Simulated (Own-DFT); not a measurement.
# One host, several defects: zincblende GaAs

The numbers are computed, not measured, by runs of the plane-wave DFT program Own-DFT (in-house, retired, unreviewed) at fixed positions, with no spin and no spin-orbit coupling.

All runs used: PBE; PseudoDojo norm-conserving scalar-relativistic files; cutoff 42 hartree; 3 x 3 x 3 k mesh centred on Gamma; Fermi-Dirac smearing of 0.1 eV.

Known weak points (not all hold for every row): not probed for a lower state with spin; forces not confirmed at this smearing and k mesh; stress not checked against mesh or cutoff.

All runs share one cell, with vectors in Å (10.862, 0.000, 0.000); (0.000, 10.862, 0.000); (0.000, 0.000, 11.796) and a volume of 1391.7 Å³, strained against the parent crystal. u is the rms random offset of the atoms per axis. The defect's site can differ from row to row.

```
                             cell     formula   u (Å)  P (GPa)
                        no defect    As32Ga32  0.0322     6.67
                        no defect    As32Ga32  0.0535     7.13
                        no defect    As32Ga32  0.0536     7.15
              one Al on a Ga site  AlAs32Ga31  0.0265     6.61
              one Al on a Ga site  AlAs32Ga31  0.0288     6.66
              one Al on a Ga site  AlAs32Ga31  0.0495     7.07
              one P on an As site   As31Ga32P  0.0281     6.37
              one P on an As site   As31Ga32P  0.0489     6.79
              one P on an As site   As31Ga32P  0.0512     6.84
              one In on a Ga site  As32Ga31In  0.0276     7.45
              one In on a Ga site  As32Ga31In  0.0304     7.37
              one In on a Ga site  As32Ga31In  0.0313     7.49
one As vacancy and one Ga vacancy    As31Ga31  0.0279     5.81
one As vacancy and one Ga vacancy    As31Ga31  0.0300        ?
one As vacancy and one Ga vacancy    As31Ga31  0.0505     6.15
one As vacancy and one Ga vacancy    As31Ga31  0.0546     6.37
```

## Analysis

P = P0 + c u² + a shift for each defect gives P0 = 6.42 GPa, c = 252 ± 15 GPa/Å² and a scatter of 0.04 GPa. The shifts, and each times the cell's volume:

- one In on a Ga site: 0.79 ± 0.04 GPa, 6.9 eV
- one Al on a Ga site: 0.03 ± 0.04 GPa, 0.3 eV (not resolved)
- one P on an As site: -0.24 ± 0.04 GPa, -2.1 eV
- one As vacancy and one Ga vacancy: -0.84 ± 0.04 GPa, -7.3 eV

Against the defect-free cell, a freed cell would be larger where the shift is positive and smaller where it is negative (160.2 GPa Å³ is 1 eV). The atoms around the defects weren't relaxed, which would change these numbers.

## The run left out

Q: what pressure belongs in the blank (one As vacancy and one Ga vacancy, u = 0.0300 Å)?

Estimate: 5.81 ± 0.05 GPa. Computed: 5.95 GPa.
